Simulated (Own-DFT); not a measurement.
# One host, several defects: 4H SiC

Source: density functional calculations with Own-DFT, an unreviewed in-house program that is no longer used. Nothing was measured or relaxed, and spin and spin-orbit coupling are left out.

All runs used: PBE; PseudoDojo norm-conserving scalar-relativistic files; cutoff 42 hartree; 4 x 4 x 3 k mesh centred on Gamma; Fermi-Dirac smearing of 0.1 eV.

Keep in mind (not all hold for every row): some atoms lie very close together; not probed for a lower state with spin; forces on such cells failed a check on a denser k mesh; forces on such cells passed a denser k mesh, each cell not checked; stress not checked against mesh or cutoff.

All runs share one cell, with vectors in Å (9.248, 0.000, 0.000); (-4.624, 8.009, 0.000); (0.000, 0.000, 10.068) and a volume of 745.7 Å³. u is the rms random offset of the atoms per axis. The defect's site can differ from row to row.

| cell | formula | u (Å) | P (GPa) |
|---|---|---|---|
| no defect | C36Si36 | 0.0301 | 3.74 |
| no defect | C36Si36 | 0.0331 | 3.81 |
| no defect | C36Si36 | 0.0608 | 5.94 |
| two Al on a Si site each | Al2C36Si34 | 0.0298 | 5.80 |
| two Al on a Si site each | Al2C36Si34 | 0.0463 | 6.78 |
| two Al on a Si site each | Al2C36Si34 | 0.0495 | 7.40 |
| one C vacancy | C35Si36 | 0.0277 | 3.46 |
| one C vacancy | C35Si36 | 0.0286 | ? |
| one C vacancy | C35Si36 | 0.0464 | 4.51 |
| one C vacancy | C35Si36 | 0.0500 | 4.67 |
| one Si on a C site | C35Si37 | 0.0494 | 11.58 |
| one Si on a C site | C35Si37 | 0.0509 | 11.75 |
| one Si on a C site | C35Si37 | 0.0519 | 12.30 |
| two N on a C site each | C34N2Si36 | 0.0293 | 2.67 |
| two N on a C site each | C34N2Si36 | 0.0533 | 4.91 |
| two N on a C site each | C34N2Si36 | 0.0534 | 4.49 |

## Worked fit

P = P0 + c u² + a shift for each defect gives P0 = 2.85 GPa, c = 867 ± 68 GPa/Å² and a scatter of 0.22 GPa. The shifts, and each times the cell's volume:

- one Si on a C site: 6.80 ± 0.19 GPa, 31.6 eV
- two Al on a Si site each: 2.23 ± 0.18 GPa, 10.4 eV (5.2 eV for each of its 2 sites)
- one C vacancy: -0.20 ± 0.18 GPa, -0.9 eV (not resolved)
- two N on a C site each: -0.71 ± 0.18 GPa, -3.3 eV (-1.7 eV for each of its 2 sites)

A positive shift means that the defect pushes the cell outwards. Shift times volume (160.2 GPa Å³ is 1 eV) depends little on the cell's size, so, taken for each site, it can be compared between cells at like pressure. The atoms around the defects weren't relaxed, which would change these numbers.

## Check

Question: what pressure belongs in the blank (one C vacancy, u = 0.0286 Å)?

From the fit: 3.36 ± 0.26 GPa. The run itself gave 3.24 GPa.
